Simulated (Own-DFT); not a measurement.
# Point defects and the pressure they add: C40 NbSi2

Everything here is calculated. The program is Own-DFT (plane waves, in-house, since retired, never reviewed by a person); positions were held fixed, and spin and spin-orbit coupling were off.

All runs used: PBE; PseudoDojo norm-conserving scalar-relativistic files; cutoff 42 hartree; 4 x 4 x 5 k mesh centred on Gamma; cold (Marzari-Vanderbilt) smearing of 0.2 eV.

Keep in mind: forces on such cells failed a check on a denser k mesh; stress not checked against mesh or cutoff.

All runs share one cell, with vectors in Å (0.000, 8.324, 0.000); (-9.613, 0.000, 0.000); (0.000, 0.000, 6.586) and a volume of 527.0 Å³. u is the rms random offset of the atoms per axis. The defect's site can differ from row to row.

| cell | formula | u (Å) | P (GPa) |
|---|---|---|---|
| no defect | Nb12Si24 | 0.0199 | 1.50 |
| no defect | Nb12Si24 | 0.0220 | 1.53 |
| no defect | Nb12Si24 | 0.0447 | 2.51 |
| two Nb vacancies | Nb10Si24 | 0.0317 | -0.05 |
| two Nb vacancies | Nb10Si24 | 0.0460 | 0.65 |
| two Nb vacancies | Nb10Si24 | 0.0566 | 1.23 |
| one Si vacancy | Nb12Si23 | 0.0298 | 1.01 |
| one Si vacancy | Nb12Si23 | 0.0342 | 1.09 |
| one Si vacancy | Nb12Si23 | 0.0522 | 1.63 |
| two Si on a Nb site each | Nb10Si26 | 0.0269 | ? |
| two Si on a Nb site each | Nb10Si26 | 0.0270 | 1.61 |
| two Si on a Nb site each | Nb10Si26 | 0.0483 | 2.02 |
| two Si on a Nb site each | Nb10Si26 | 0.0489 | 2.39 |
| two Nb on a Si site each | Nb14Si22 | 0.0284 | 7.31 |
| two Nb on a Si site each | Nb14Si22 | 0.0472 | 8.68 |
| two Nb on a Si site each | Nb14Si22 | 0.0527 | 8.20 |

## Working it out

P = P0 + c u² + a shift for each defect gives P0 = 1.37 GPa, c = 498 ± 77 GPa/Å² and a scatter of 0.24 GPa. The shifts, and each times the cell's volume:

- two Nb on a Si site each: 5.73 ± 0.21 GPa, 18.8 eV (9.4 eV for each of its 2 sites)
- two Si on a Nb site each: -0.27 ± 0.21 GPa, -0.9 eV (-0.4 eV for each of its 2 sites) (not resolved)
- one Si vacancy: -0.92 ± 0.20 GPa, -3.0 eV
- two Nb vacancies: -1.81 ± 0.22 GPa, -5.9 eV (-3.0 eV for each of its 2 sites)

Positive is outwards. The product with the volume (160.2 GPa Å³ to the eV) is nearly free of the cell's size; divided by the bulk modulus at the cell's pressure it gives the volume that the defect adds. The atoms around the defects weren't relaxed, which would change these numbers.

## Prediction

The question: what pressure belongs in the blank (two Si on a Nb site each, u = 0.0269 Å)?

From the fit: 1.46 ± 0.29 GPa. The run itself gave 1.47 GPa.
